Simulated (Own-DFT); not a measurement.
# What a defect does to the pressure of its cell: zincblende GaAs

Everything here is calculated. The program is Own-DFT (plane waves, in-house, since retired, never reviewed by a person); positions were held fixed, and spin and spin-orbit coupling were off.

All runs used: PBE; PseudoDojo norm-conserving scalar-relativistic files; cutoff 42 hartree; 3 x 3 x 3 k mesh centred on Gamma; Fermi-Dirac smearing of 0.1 eV.

Keep in mind (not all hold for every row): not probed for a lower state with spin; forces not confirmed at this smearing and k mesh; stress not checked against mesh or cutoff.

All runs share one cell, with vectors in Å (10.862, 0.000, 0.000); (0.000, 10.862, 0.000); (0.000, 0.000, 11.796) and a volume of 1391.7 Å³, strained against the parent crystal. Atoms were moved at random from their sites; u is the rms move along one axis. The defect's site can differ from row to row.

| cell | formula | u (Å) | P (GPa) |
|---|---|---|---|
| no defect | As32Ga32 | 0.0274 | 6.60 |
| no defect | As32Ga32 | 0.0298 | 6.67 |
| no defect | As32Ga32 | 0.0504 | 6.98 |
| one As vacancy and one Ga vacancy | As31Ga31 | 0.0330 | 5.98 |
| one As vacancy and one Ga vacancy | As31Ga31 | 0.0460 | 6.20 |
| one As vacancy and one Ga vacancy | As31Ga31 | 0.0548 | 6.36 |
| one In on a Ga site | As32Ga31In | 0.0301 | 7.43 |
| one In on a Ga site | As32Ga31In | 0.0315 | 7.49 |
| one In on a Ga site | As32Ga31In | 0.0351 | 7.55 |
| one P on an As site | As31Ga32P | 0.0268 | 6.33 |
| one P on an As site | As31Ga32P | 0.0285 | ? |
| one P on an As site | As31Ga32P | 0.0485 | 6.61 |
| one P on an As site | As31Ga32P | 0.0530 | 6.82 |
| one Al on a Ga site | AlAs32Ga31 | 0.0305 | 6.72 |
| one Al on a Ga site | AlAs32Ga31 | 0.0331 | 6.73 |
| one Al on a Ga site | AlAs32Ga31 | 0.0496 | 6.98 |

## Working it out

P = P0 + c u² + a shift for each defect gives P0 = 6.46 GPa, c = 203 ± 13 GPa/Å² and a scatter of 0.04 GPa. The shifts, and each times the cell's volume:

- one In on a Ga site: 0.82 ± 0.03 GPa, 7.1 eV
- one Al on a Ga site: 0.04 ± 0.03 GPa, 0.4 eV (not resolved)
- one P on an As site: -0.27 ± 0.03 GPa, -2.4 eV
- one As vacancy and one Ga vacancy: -0.70 ± 0.03 GPa, -6.1 eV

Positive is outwards. The product with the volume (160.2 GPa Å³ to the eV) is nearly free of the cell's size; divided by the bulk modulus at the cell's pressure it gives the volume that the defect adds. The atoms around the defects weren't relaxed, which would change these numbers.

## The run left out

Asked: what pressure belongs in the blank (one P on an As site, u = 0.0285 Å)?

The fitted form gives 6.36 ± 0.04 GPa. The run itself gave 6.37 GPa.
